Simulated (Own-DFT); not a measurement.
# Computed records: SiC (4H silicon carbide, atoms displaced)

All values are calculated (Own-DFT development build). A calculation, not a measurement: plane-wave PBE density functional theory by an unreviewed code, no spin, of a simulated periodic cell, stress positive in tension, free energy of the whole cell less one offset for each atom, forces on such cells passed a denser k mesh, this cell's mesh not checked; offsets are fitted by least squares, one for each functional and potential file, so energies compare only between cells with the same atoms and settings and are not formation energies; the far tail of each file's local potential was reset to the Coulomb form; each entry is a single point on an unrelaxed cell, so the pressure reflects the starting lattice, mostly measured values (interpolated for alloys), from which strain is counted, and rises with the displacements; printed positions are rounded, which can move forces by about a meV/angstrom; the program, named Own-DFT, is a retired in-house code; no spin-orbit coupling.

Common to all runs: functional PBE; potential files PseudoDojo norm-conserving, scalar-relativistic, standard set; wave cutoff 42 hartree; occupations Fermi-Dirac; smearing width 0.1 eV; hardware one NVIDIA H200; k mesh 3 x 3 x 3 centred on Gamma.

(1) 
```cif
# cell vector a (Å): 12.3308 0.0000 0.0000
# cell vector b (Å): -6.1654 10.6788 0.0000
# cell vector c (Å): 0.0000 0.0000 10.0681
data_SiC
_symmetry_space_group_name_H-M 'P 1'
_symmetry_Int_Tables_number 1
_cell_length_a 12.3308
_cell_length_b 12.3308
_cell_length_c 10.0681
_cell_angle_alpha 90.000
_cell_angle_beta 90.000
_cell_angle_gamma 120.000
_cell_volume 1325.75
loop_
_atom_site_label
_atom_site_type_symbol
_atom_site_fract_x
_atom_site_fract_y
_atom_site_fract_z
_atom_site_occupancy
Si1 Si 0.02008 0.01480 0.39715 1
Si2 Si 0.07257 0.16343 0.15316 1
C1 C 0.99994 0.00261 0.10066 1
C2 C 0.08260 0.16275 0.34814 1
Si3 Si 0.00530 0.24286 0.39946 1
Si4 Si 0.08085 0.40698 0.15869 1
C3 C 0.99137 0.25425 0.09257 1
C4 C 0.08472 0.42055 0.34603 1
Si5 Si 0.99602 0.50082 0.40720 1
Si6 Si 0.07413 0.67142 0.16006 1
C5 C 0.99161 0.49683 0.09082 1
C6 C 0.07667 0.66394 0.35494 1
Si7 Si 0.99729 0.74291 0.39705 1
Si8 Si 0.08374 0.91316 0.15650 1
C7 C 0.99885 0.74461 0.09830 1
C8 C 0.09226 0.91806 0.34601 1
Si9 Si 0.26347 0.00713 0.41866 1
Si10 Si 0.33674 0.16276 0.15953 1
C9 C 0.25384 0.00756 0.09146 1
C10 C 0.33112 0.16818 0.35099 1
Si11 Si 0.25418 0.25371 0.40802 1
Si12 Si 0.33133 0.40945 0.15012 1
C11 C 0.25184 0.25574 0.09031 1
C12 C 0.33144 0.41176 0.34819 1
Si13 Si 0.24003 0.49499 0.40398 1
Si14 Si 0.32725 0.65349 0.14986 1
C13 C 0.25754 0.50627 0.09041 1
C14 C 0.32364 0.66896 0.33625 1
Si15 Si 0.25268 0.76084 0.41517 1
Si16 Si 0.33011 0.91831 0.15809 1
C15 C 0.25156 0.74876 0.08963 1
C16 C 0.33550 0.91909 0.34409 1
Si17 Si 0.49934 0.99718 0.40458 1
Si18 Si 0.58004 0.16494 0.15737 1
C17 C 0.50510 0.00202 0.08894 1
C18 C 0.57228 0.15533 0.34437 1
Si19 Si 0.50151 0.24972 0.41679 1
Si20 Si 0.59090 0.42099 0.15894 1
C19 C 0.49940 0.24754 0.09644 1
C20 C 0.58055 0.41821 0.35028 1
Si21 Si 0.51268 0.51113 0.40519 1
Si22 Si 0.59796 0.67612 0.15840 1
C21 C 0.51145 0.51233 0.09099 1
C22 C 0.58096 0.66596 0.34355 1
Si23 Si 0.50134 0.74148 0.40399 1
Si24 Si 0.58074 0.92173 0.15234 1
C23 C 0.50314 0.76081 0.08988 1
C24 C 0.58170 0.92009 0.33422 1
Si25 Si 0.74706 0.99996 0.40425 1
Si26 Si 0.82633 0.15708 0.15793 1
C25 C 0.74929 0.99812 0.09418 1
C26 C 0.83630 0.16839 0.33870 1
Si27 Si 0.74968 0.24039 0.40117 1
Si28 Si 0.83119 0.42111 0.15999 1
C27 C 0.74497 0.25677 0.09553 1
C28 C 0.83053 0.41699 0.34575 1
Si29 Si 0.75568 0.51093 0.40714 1
Si30 Si 0.83768 0.66798 0.15802 1
C29 C 0.75264 0.50613 0.09402 1
C30 C 0.83286 0.66597 0.35234 1
Si31 Si 0.74400 0.74295 0.40939 1
Si32 Si 0.83568 0.92450 0.16638 1
C31 C 0.75634 0.75940 0.08742 1
C32 C 0.83567 0.91608 0.34266 1
Si33 Si 0.00848 0.00594 0.90708 1
Si34 Si 0.91641 0.83636 0.66306 1
C33 C 0.99908 0.99866 0.59749 1
C34 C 0.91102 0.82683 0.84482 1
Si35 Si 0.99506 0.74488 0.90180 1
Si36 Si 0.91761 0.58827 0.65693 1
C35 C 0.00080 0.75112 0.59745 1
C36 C 0.91940 0.59315 0.84849 1
Si37 Si 0.99027 0.49221 0.90224 1
Si38 Si 0.92072 0.33390 0.65425 1
C37 C 0.00770 0.49783 0.59603 1
C38 C 0.91831 0.33752 0.85054 1
Si39 Si 0.00304 0.25401 0.90446 1
Si40 Si 0.91546 0.08807 0.65168 1
C39 C 0.00271 0.24904 0.59394 1
C40 C 0.91532 0.07653 0.84619 1
Si41 Si 0.74550 0.99865 0.89568 1
Si42 Si 0.67377 0.83588 0.65659 1
C41 C 0.74857 0.99659 0.58691 1
C42 C 0.66883 0.84041 0.84246 1
Si43 Si 0.74911 0.75844 0.91069 1
Si44 Si 0.66095 0.58270 0.65386 1
C43 C 0.75136 0.74772 0.60747 1
C44 C 0.65831 0.57734 0.83793 1
Si45 Si 0.74566 0.50398 0.90585 1
Si46 Si 0.66728 0.33669 0.65919 1
C45 C 0.75179 0.51238 0.59027 1
C46 C 0.66940 0.33676 0.83733 1
Si47 Si 0.75086 0.25884 0.91073 1
Si48 Si 0.65718 0.08223 0.66007 1
C47 C 0.74433 0.24166 0.58925 1
C48 C 0.66646 0.07988 0.83921 1
Si49 Si 0.50294 0.00025 0.91015 1
Si50 Si 0.41735 0.83388 0.65177 1
C49 C 0.49140 0.99347 0.58610 1
C50 C 0.42118 0.83807 0.83991 1
Si51 Si 0.49143 0.74379 0.91905 1
Si52 Si 0.42077 0.58003 0.65713 1
C51 C 0.49467 0.74356 0.58845 1
C52 C 0.42358 0.59452 0.84046 1
Si53 Si 0.49866 0.49712 0.90489 1
Si54 Si 0.42785 0.33667 0.65551 1
C53 C 0.50833 0.50076 0.59293 1
C54 C 0.40438 0.32857 0.84868 1
Si55 Si 0.50394 0.26264 0.90506 1
Si56 Si 0.41060 0.08393 0.65706 1
C55 C 0.50095 0.25232 0.59329 1
C56 C 0.41346 0.08316 0.83892 1
Si57 Si 0.25329 0.99475 0.90604 1
Si58 Si 0.17079 0.84486 0.64734 1
C57 C 0.24924 0.99661 0.59997 1
C58 C 0.16466 0.83346 0.83548 1
Si59 Si 0.25356 0.75891 0.91199 1
Si60 Si 0.16431 0.57814 0.65474 1
C59 C 0.24416 0.74168 0.58846 1
C60 C 0.16627 0.58537 0.83551 1
Si61 Si 0.24985 0.49445 0.92584 1
Si62 Si 0.16890 0.33299 0.65760 1
C61 C 0.24952 0.49573 0.59625 1
C62 C 0.15269 0.32263 0.83678 1
Si63 Si 0.25107 0.25614 0.90397 1
Si64 Si 0.16607 0.08387 0.64920 1
C63 C 0.24663 0.24496 0.60553 1
C64 C 0.15818 0.07644 0.84501 1
_calc_free_energy_of_cell_above_offsets '-6.069'  # eV
_calc_pressure 6.24  # GPa
_calc_stress_xx -3.96  # GPa
_calc_stress_yy -7.48  # GPa
_calc_stress_zz -7.29  # GPa
_calc_stress_yz -0.03  # GPa
_calc_stress_xz 0.5  # GPa
_calc_stress_xy 0.18  # GPa
_calc_wall_time 539  # s
```

Force:
```tsv
element	x (eV/Å)	y (eV/Å)	z (eV/Å)
Si	-1.618	-7.295	3.181
Si	1.726	1.739	0.195
C	0.63	-0.972	-1.087
C	1.235	4.299	-2.859
Si	-2.968	2.251	1.952
Si	-1.817	3.617	0.109
C	1.898	-2.354	-0.179
C	-1.203	-2.532	-1.052
Si	0.778	-0.974	0.489
Si	5.21	-3.16	0.431
C	1.49	0.753	0.906
C	1.91	0.453	-2.419
Si	-1.04	3.215	3.597
Si	-0.163	1.425	0.442
C	-2.312	2.879	-1.9
C	0.017	-0.115	-0.292
Si	-1.727	-1.322	-2.306
Si	-1.708	1.997	0.151
C	0.047	-2.472	0.165
C	1.511	-0.037	-0.401
Si	-0.539	-0.646	1.256
Si	1.184	3.238	2.294
C	-0.332	-2.78	0.121
C	-0.074	2.278	-1.23
Si	2.717	2.043	1.042
Si	-0.484	6.342	2.365
C	-0.368	-5.203	3.533
C	1.996	-1.043	0.995
Si	0.144	-2.503	-2.794
Si	1.378	-0.628	-0.673
C	-1.389	0.28	2.036
C	-0.453	0.352	0.234
Si	0.049	-0.869	-0.157
Si	0.395	0.167	-0.212
C	-2.343	0.531	1.072
C	0.921	2.624	-0.056
Si	-0.286	0.413	-2.937
Si	-1.679	-0.502	0.241
C	-0.12	1.529	-0.6
C	1.996	0.052	-0.933
Si	-2.319	-3.707	0.457
Si	-2.25	-0.297	-1.525
C	-0.603	-2.061	0.733
C	1.984	0.692	-0.905
Si	-4.079	2.282	-0.186
Si	1.611	-0.627	0.256
C	0.588	-2.564	3.065
C	1.056	-1.256	1.754
Si	0.69	-0.558	-0.654
Si	-1.144	2.214	-1.454
C	-0.721	0.148	-1.004
C	0.931	-0.97	0.862
Si	-2.037	1.68	0.612
Si	0.806	-0.551	-0.404
C	0.891	-1.308	0.416
C	-0.151	-0.398	0.424
Si	-0.207	-3.882	0.555
Si	-1.908	0.612	-0.015
C	-0.068	-0.601	-0.099
C	-0.834	1.521	-2.755
Si	1.037	2.753	1.11
Si	0.255	-1.253	-2.475
C	0.941	-0.393	2.957
C	-0.062	0.045	2.032
Si	-2.771	-2.75	0.772
Si	1.12	-0.722	-1.083
C	-0.097	0.999	-1.797
C	0.341	1.512	1.353
Si	0.599	3.472	0.957
Si	0.747	-0.211	0.366
C	-0.299	0.934	-1.429
C	-0.469	-4.912	-1.486
Si	1.308	4.54	1.089
Si	-0.861	-0.84	0.319
C	-3.407	-0.401	-0.98
C	-0.553	-2.755	-2.147
Si	-2.359	-2.592	0.515
Si	1.043	-1.759	1.055
C	-0.324	0.519	-1.123
C	-1.085	1.951	-0.618
Si	1.779	0.902	2.164
Si	-1.857	-0.798	-0.036
C	-0.866	1.119	1.04
C	-0.652	-2.3	0.193
Si	0.299	-1.162	-2.396
Si	2.46	1.299	1.677
C	-0.783	0.426	-2.677
C	0.461	1.098	1.183
Si	1.11	0.677	-0.495
Si	1.072	0.393	-2.689
C	1.254	-2.152	0.945
C	-0.877	0.539	1.967
Si	0.865	-1.961	-0.593
Si	1.283	-1.024	-1.885
C	0.185	1.854	0.647
C	-1.337	2.112	1.489
Si	-0.688	0.256	-2.246
Si	-0.438	-1.733	0.486
C	0.071	1.614	1.318
C	-0.494	-0.69	0.994
Si	0.899	2.908	-4.128
Si	-1.618	0.546	-0.463
C	1.409	0.941	0.43
C	-0.06	-3.799	1.373
Si	-0.885	1.544	0.227
Si	-3.123	-0.522	0.654
C	-2.562	-0.696	-0.766
C	3.404	2.488	-1.804
Si	0.027	-2.928	0.519
Si	2.045	-0.246	0.109
C	0.84	-0.913	1.625
C	1.397	1.243	1.399
Si	-2.269	1.062	-0.823
Si	0.222	-6.045	2.149
C	-0.496	4	-1.812
C	0.23	0.071	1.568
Si	-0.071	-1.829	-3.321
Si	1.594	1.14	0.595
C	0.23	2.171	2.105
C	0.188	-0.506	3.227
Si	-1.347	1.092	-8.727
Si	-0.675	-0.136	-0.767
C	0.559	0.325	-0.774
C	3.142	2.853	2.178
Si	-2.502	-3.789	0.308
Si	-0.774	-1.581	2.842
C	1.619	2.178	-2.431
C	3.781	2.383	-0.819
```

(2) 
```cif
# cell vector a (Å): 12.3308 0.0000 0.0000
# cell vector b (Å): -6.1654 10.6788 0.0000
# cell vector c (Å): 0.0000 0.0000 10.0681
data_SiC
_symmetry_space_group_name_H-M 'P 1'
_symmetry_Int_Tables_number 1
_cell_length_a 12.3308
_cell_length_b 12.3308
_cell_length_c 10.0681
_cell_angle_alpha 90.000
_cell_angle_beta 90.000
_cell_angle_gamma 120.000
_cell_volume 1325.75
loop_
_atom_site_label
_atom_site_type_symbol
_atom_site_fract_x
_atom_site_fract_y
_atom_site_fract_z
_atom_site_occupancy
Si1 Si 0.00359 0.00625 0.40029 1
Si2 Si 0.08156 0.16317 0.14865 1
C1 C 0.99563 0.99861 0.08586 1
C2 C 0.09130 0.16489 0.33852 1
Si3 Si 0.00240 0.24006 0.41145 1
Si4 Si 0.08856 0.43003 0.16466 1
C3 C 0.99002 0.24748 0.08785 1
C4 C 0.08730 0.41684 0.35341 1
Si5 Si 0.00560 0.50720 0.40076 1
Si6 Si 0.08744 0.66426 0.14862 1
C5 C 0.99908 0.49753 0.09208 1
C6 C 0.08255 0.66431 0.34559 1
Si7 Si 0.00338 0.75233 0.41414 1
Si8 Si 0.07417 0.91221 0.15915 1
C7 C 0.00597 0.75647 0.09728 1
C8 C 0.08797 0.91602 0.34245 1
Si9 Si 0.25272 0.99321 0.40803 1
Si10 Si 0.32850 0.16178 0.14914 1
C9 C 0.25123 0.99947 0.10375 1
C10 C 0.33410 0.16036 0.33748 1
Si11 Si 0.25323 0.24683 0.41286 1
Si12 Si 0.33155 0.41863 0.15832 1
C11 C 0.24707 0.24398 0.10029 1
C12 C 0.33575 0.42181 0.34814 1
Si13 Si 0.24654 0.50142 0.40322 1
Si14 Si 0.32289 0.66253 0.15122 1
C13 C 0.25525 0.50372 0.09285 1
C14 C 0.33716 0.67477 0.34347 1
Si15 Si 0.25456 0.75011 0.40249 1
Si16 Si 0.33056 0.90977 0.14832 1
C15 C 0.25931 0.75150 0.08427 1
C16 C 0.33582 0.90896 0.33895 1
Si17 Si 0.49219 0.99991 0.40766 1
Si18 Si 0.59084 0.17090 0.15297 1
C17 C 0.49607 0.99963 0.10415 1
C18 C 0.58862 0.17313 0.34710 1
Si19 Si 0.49339 0.24093 0.41630 1
Si20 Si 0.59045 0.42179 0.15605 1
C19 C 0.50050 0.25479 0.09273 1
C20 C 0.58480 0.41687 0.33846 1
Si21 Si 0.49921 0.50544 0.39918 1
Si22 Si 0.58161 0.66528 0.15247 1
C21 C 0.50429 0.50116 0.11028 1
C22 C 0.57361 0.66270 0.35022 1
Si23 Si 0.50279 0.75377 0.40134 1
Si24 Si 0.58215 0.91953 0.16054 1
C23 C 0.50418 0.75047 0.08850 1
C24 C 0.58123 0.91152 0.35536 1
Si25 Si 0.75564 0.00382 0.40538 1
Si26 Si 0.83183 0.17406 0.16216 1
C25 C 0.74809 0.00006 0.10624 1
C26 C 0.83848 0.17265 0.34675 1
Si27 Si 0.75159 0.25115 0.40802 1
Si28 Si 0.83376 0.42233 0.16309 1
C27 C 0.75716 0.24108 0.09047 1
C28 C 0.82847 0.41802 0.34311 1
Si29 Si 0.75295 0.49900 0.40896 1
Si30 Si 0.82682 0.66601 0.16100 1
C29 C 0.74176 0.50035 0.09039 1
C30 C 0.83125 0.66905 0.33804 1
Si31 Si 0.74528 0.74546 0.40629 1
Si32 Si 0.83711 0.91492 0.15906 1
C31 C 0.75004 0.74904 0.10568 1
C32 C 0.83117 0.92057 0.33739 1
Si33 Si 0.99414 0.99835 0.91250 1
Si34 Si 0.91851 0.83312 0.65469 1
C33 C 0.00261 0.99833 0.60235 1
C34 C 0.91515 0.82555 0.84926 1
Si35 Si 0.98721 0.74330 0.89094 1
Si36 Si 0.91699 0.58027 0.65723 1
C35 C 0.99290 0.74567 0.60286 1
C36 C 0.91405 0.58514 0.84268 1
Si37 Si 0.00802 0.50222 0.92170 1
Si38 Si 0.90923 0.32613 0.64330 1
C37 C 0.00634 0.50479 0.58518 1
C38 C 0.92178 0.33849 0.84820 1
Si39 Si 0.00126 0.25074 0.91665 1
Si40 Si 0.92151 0.08492 0.66079 1
C39 C 0.00642 0.25324 0.58066 1
C40 C 0.91293 0.08129 0.84138 1
Si41 Si 0.75489 0.01225 0.89887 1
Si42 Si 0.66205 0.82915 0.65776 1
C41 C 0.75422 0.00207 0.58895 1
C42 C 0.66322 0.82976 0.84181 1
Si43 Si 0.74634 0.74197 0.90691 1
Si44 Si 0.65508 0.58603 0.66700 1
C43 C 0.75029 0.75302 0.59761 1
C44 C 0.66653 0.57943 0.83515 1
Si45 Si 0.75285 0.51197 0.91049 1
Si46 Si 0.65862 0.31920 0.65322 1
C45 C 0.75498 0.49607 0.60124 1
C46 C 0.67813 0.33775 0.85415 1
Si47 Si 0.74266 0.25175 0.90895 1
Si48 Si 0.66739 0.08084 0.65827 1
C47 C 0.74572 0.25425 0.60117 1
C48 C 0.67162 0.08784 0.83981 1
Si49 Si 0.49929 0.00482 0.89681 1
Si50 Si 0.42039 0.83467 0.65919 1
C49 C 0.50993 0.00004 0.58666 1
C50 C 0.41236 0.82856 0.83910 1
Si51 Si 0.49525 0.75376 0.91556 1
Si52 Si 0.40696 0.57970 0.65867 1
C51 C 0.50289 0.74756 0.59345 1
C52 C 0.41921 0.59116 0.84247 1
Si53 Si 0.50319 0.50304 0.90489 1
Si54 Si 0.41199 0.33075 0.65264 1
C53 C 0.50652 0.50183 0.58798 1
C54 C 0.41460 0.33669 0.84884 1
Si55 Si 0.49386 0.25386 0.90845 1
Si56 Si 0.41784 0.07814 0.64897 1
C55 C 0.49535 0.24383 0.59880 1
C56 C 0.42526 0.09047 0.83956 1
Si57 Si 0.24815 0.00415 0.90558 1
Si58 Si 0.16797 0.82496 0.66045 1
C57 C 0.24907 0.00445 0.59753 1
C58 C 0.16230 0.82985 0.83985 1
Si59 Si 0.25200 0.75282 0.90833 1
Si60 Si 0.15871 0.58542 0.65238 1
C59 C 0.24943 0.75331 0.59436 1
C60 C 0.15981 0.57314 0.84130 1
Si61 Si 0.24930 0.49342 0.90506 1
Si62 Si 0.16181 0.33589 0.65808 1
C61 C 0.24940 0.50945 0.59039 1
C62 C 0.16465 0.33912 0.85814 1
Si63 Si 0.25031 0.24609 0.91160 1
Si64 Si 0.17757 0.08259 0.65808 1
C63 C 0.24472 0.24520 0.59790 1
C64 C 0.16576 0.09044 0.84745 1
_calc_free_energy_of_cell_above_offsets '-6.082'  # eV
_calc_pressure 6.16  # GPa
_calc_stress_xx -5.85  # GPa
_calc_stress_yy -4.97  # GPa
_calc_stress_zz -7.67  # GPa
_calc_stress_yz -0.13  # GPa
_calc_stress_xz -0.74  # GPa
_calc_stress_xy 0.86  # GPa
_calc_wall_time 506.1  # s
```

Force:
```tsv
element	x (eV/Å)	y (eV/Å)	z (eV/Å)
Si	0.48	-2.386	1.697
Si	-1.343	0.773	0.975
C	0.777	-0.098	2.897
C	-1.247	0.763	0.198
Si	-0.309	1.6	-4.087
Si	1.216	-3.349	-0.632
C	2.22	1.01	4.123
C	-1.748	-0.758	-1.991
Si	-0.498	-2.33	1.106
Si	-1.797	1.822	1.204
C	-0.553	1.121	3.427
C	0.675	1.994	-1.446
Si	-1.086	-0.615	-1.247
Si	1.888	1.328	-0.572
C	-0.726	-3.072	-1.703
C	-1.159	0.001	1.262
Si	-0.933	0.864	-0.974
Si	1.92	1.225	2.05
C	-1.028	-1.438	-2.571
C	-0.404	0.211	1.879
Si	0.153	0.617	-1.713
Si	1.34	-0.792	0.83
C	-0.445	1.589	-1.389
C	-1.02	-1.654	-0.308
Si	2.044	1.366	1.035
Si	4.052	1.452	1.483
C	-1.343	-1.073	-0.044
C	0.135	-2.206	-1.151
Si	-1.394	-0.447	1.286
Si	-0.224	1.936	1.64
C	-2.499	-0.759	1.295
C	-1.835	0.951	0.397
Si	3.337	0.216	-1.581
Si	-1.534	-0.39	0.85
C	0.822	0.631	-2.487
C	-0.387	-1.545	-0.322
Si	0.447	2.295	-2.931
Si	-2.164	-2.379	1.124
C	0.314	-0.785	0.097
C	-0.182	-0.266	2.201
Si	1.802	-2.146	1.216
Si	-0.249	0.944	1.901
C	-1.296	-0.5	-3.391
C	1.631	2.364	-2.162
Si	-0.478	-1.495	2.022
Si	0.784	-0.916	0.449
C	-1.719	0.057	2.775
C	-0.204	3.188	-2.101
Si	-1.611	-0.476	-0.223
Si	3.92	-3.461	0.55
C	0.616	0.746	-1.986
C	-0.09	-0.24	0.494
Si	-0.276	0.25	0.503
Si	-0.318	-1.312	-2.07
C	-5.325	3.564	-0.065
C	2.519	-0.159	0.364
Si	-2.399	0.847	0.961
Si	2.397	0.156	-1.147
C	3.181	1.524	0.56
C	1.095	-0.505	2.947
Si	-0.413	0.904	0.364
Si	-2.559	0.696	-1.17
C	-0.681	-0.047	-2.571
C	1.97	-0.774	2.072
Si	0.612	-0.636	-3.347
Si	-1.483	-0.035	1.159
C	0.499	0.979	-1.539
C	-3.32	2.716	-1.434
Si	4.202	1.071	3.609
Si	-0.225	-0.761	0.087
C	2.142	0.504	-1.593
C	1.395	-1.569	0.882
Si	-2.041	-1.128	-5.506
Si	1.528	2.619	2.729
C	-2.305	-1.708	0.278
C	-0.705	-1.284	-0.896
Si	-1.634	0.303	-3.345
Si	-0.265	-0.476	-1.642
C	-1.254	-1.234	4.558
C	1.585	1.478	1.079
Si	-0.164	-3.433	2.665
Si	0.767	1.269	-0.367
C	0.073	0.023	1.479
C	0.02	0.981	1.337
Si	-0.857	1.909	0.378
Si	3.66	0.18	-4.837
C	0.246	-0.734	-0.644
C	-1.186	0.541	4.463
Si	1.616	-3.063	-1.707
Si	-1.282	4.591	2.845
C	-2.379	-0.484	-1.168
C	-5.044	1.063	-1.908
Si	4.567	-0.369	-0.233
Si	1.083	0.926	-1.392
C	2.727	-3.022	-2.716
C	-1.919	-0.264	0.474
Si	1.415	-1.14	2.015
Si	0.301	-1.014	-1.822
C	-2.532	-0.434	1.808
C	-0.193	2.023	1.416
Si	1.82	-0.081	-3.13
Si	1.979	1.336	-1.007
C	-1.859	-0.22	-0.317
C	0.086	-1.839	1.097
Si	-1.158	0.156	1.19
Si	0.575	1.173	0.898
C	-2.924	-1.629	0.669
C	-0.135	-0.128	-1.263
Si	2.977	0.386	-0.19
Si	-0.092	0.034	1.448
C	-0.506	0.174	-0.369
C	-2.217	-0.672	-0.074
Si	0.901	-1.064	0.456
Si	-2.524	2.025	-0.688
C	3.677	-3.064	-1.509
C	0.242	0.782	1.73
Si	-0.865	-1.471	-3.038
Si	2.327	0.133	1.215
C	1.719	-0.498	-0.978
C	0.974	2.524	0.77
Si	-0.437	3.739	0.365
Si	1.101	0.818	0.526
C	-0.073	-1.798	0.511
C	1.724	-3.776	-2.519
Si	-1.303	2.213	0.176
Si	-4.629	0.687	1.213
C	0.121	1.227	-0.122
C	0.587	-2.187	-0.428
```
